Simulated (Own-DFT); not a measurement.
# Misfit strain and the stress it brings: wurtzite AlN, 72 atoms (Al36N36)

Calculated, not measured: single-point runs of Own-DFT, a retired in-house plane-wave DFT program that no person has reviewed, on unrelaxed cells, without spin or spin-orbit coupling.

Common settings: PBE; PseudoDojo norm-conserving scalar-relativistic files; cutoff 42 hartree; 4 x 4 x 3 k mesh centred on Gamma; Gaussian smearing of 0.01 eV.

Known weak points: k mesh not checked against a denser one; stress not checked against mesh or cutoff.

Unstrained cell vectors in Å: (9.336, 0.000, 0.000); (-4.668, 8.085, 0.000); (0.000, 0.000, 9.964). The unstrained cell has measured lattice constants (interpolated for alloys), not those of this functional. That, the random moves and any unrelaxed bonds set the pressure at no strain. Each run strains x and y alike by e, as a substrate would, and holds the height along z. All atoms carry random offsets, Gaussian with a width of 0.05 Å per axis. Stress is positive in tension.

```
e (%)  u (Å)  (s_xx + s_yy)/2 (GPa)  s_zz (GPa)
-3.00  0.047                 -26.40       -9.13
-2.75  0.046                 -25.30       -7.94
-2.50  0.049                 -23.08       -7.51
-2.25  0.045                      ?           ?
-2.00  0.049                 -19.29       -6.31
-1.50  0.049                 -15.66       -6.41
-1.25  0.051                 -13.53       -7.50
-1.00  0.058                 -14.09       -3.62
-0.25  0.047                  -7.30       -3.99
 1.25  0.051                   0.72       -2.42
```

## Worked fit

With e as a fraction, the in-plane stress is -6.3 + 603 e - 2567 e² GPa (errors 34 and 1432, scatter 0.76), and s_zz is -3.9 + 152 e GPa (slope ± 27, scatter 1.02). At e = 0 the first slope is C11 + C12 and the second 2 C13, both with the ions held to the strained lattice and at the cell's own pressure. A free layer would change its height as e changes, and the in-plane slope would drop by 2 C13²/C33 to the biaxial modulus. At fixed height, a misfit of 1 % moves the in-plane stress by about 6.0 GPa and s_zz by 1.5 GPa.

## Withheld run

The question: what are the two stresses at e = -2.25 %?

The fit gives -21.2 and -7.3 GPa. The hidden result is -20.11 and -9.68 GPa.
